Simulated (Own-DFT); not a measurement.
# How strain changes the stress of wurtzite AlGaN with randomly placed atoms, 96 atoms (Al12Ga36N48)

These are calculations, not measurements. They come from Own-DFT, an in-house plane-wave density functional program, since retired, whose code no person has reviewed. Each row is one single-point run on a periodic cell that was not relaxed, without spin or spin-orbit coupling.

Settings of every run: PBE; PseudoDojo norm-conserving scalar-relativistic files (stringent for Ga); cutoff 96 hartree; 3 x 4 x 3 k mesh centred on Gamma; Gaussian smearing of 0.01 eV.

Known limits: k mesh not checked against a denser one; stress not checked against mesh or cutoff.

Unstrained cell vectors in Å: (12.679, 0.000, 0.000); (-4.755, 8.235, 0.000); (0.000, 0.000, 10.268). The unstrained cell has measured lattice constants (interpolated for alloys), not those of this functional. That, the random moves and any unrelaxed bonds set the pressure at no strain. Each run strains this cell uniformly, with the atoms carried along. Every atom was also moved at random, by a Gaussian of width 0.05 Å on each axis. The random placing of the alloy's atoms differs from row to row. Strain is the symmetric tensor, in per cent. Stress is positive in tension, and the pressure is minus a third of its trace.

| run | e_xx (%) | e_yy (%) | e_zz (%) | s_xx (GPa) | s_yy (GPa) | s_zz (GPa) | P (GPa) | E (meV/atom) |
|---|---|---|---|---|---|---|---|---|
| 1 | -0.50 | -0.50 | 0.00 | -8.94 | -10.51 | -7.36 | 8.94 | 8.8 |
| 2 | -1.50 | -1.50 | 0.00 | -14.62 | -15.51 | -11.05 | 13.73 | 32.3 |
| 3 | 3.00 | 3.00 | 0.00 | 7.26 | 6.78 | -3.71 | -3.44 | 8.0 |
| 4 | -2.50 | -2.50 | 0.00 | -25.02 | -22.20 | -11.03 | 19.42 | 69.6 |
| 5 | 1.00 | 1.00 | 0.00 | -0.24 | -2.96 | -7.42 | 3.54 | 11.0 |
| 6 | -2.00 | -2.00 | 0.00 | -19.03 | -17.99 | -10.59 | 15.87 | 33.5 |
| 7 | -2.25 | -2.25 | 0.00 | -20.73 | -19.30 | -12.28 | 17.44 | 48.7 |
| 8 | 1.25 | 1.25 | 0.00 | -1.96 | 0.61 | -5.20 | 2.19 | 0.0 |
| 9 | -1.75 | -1.75 | 0.00 | ? | ? | ? | ? | ? |

E is the free energy for each atom above the lowest run shown.

## Worked fit

The change of volume is close to e_xx + e_yy + e_zz. A straight line through the runs shown gives P = 7.99 - 206 x (fractional change of volume) GPa, with an error of 8 on the slope and a scatter of 0.90 GPa. The strain isn't the same on all axes and the cell isn't cubic, so the slope belongs to this path and is not the bulk modulus.

## Withheld run

Question: what pressure should run 9 give? Its volume changes by -3.47 %.

The line gives 15.1 GPa. The calculation gave 15.33 GPa.
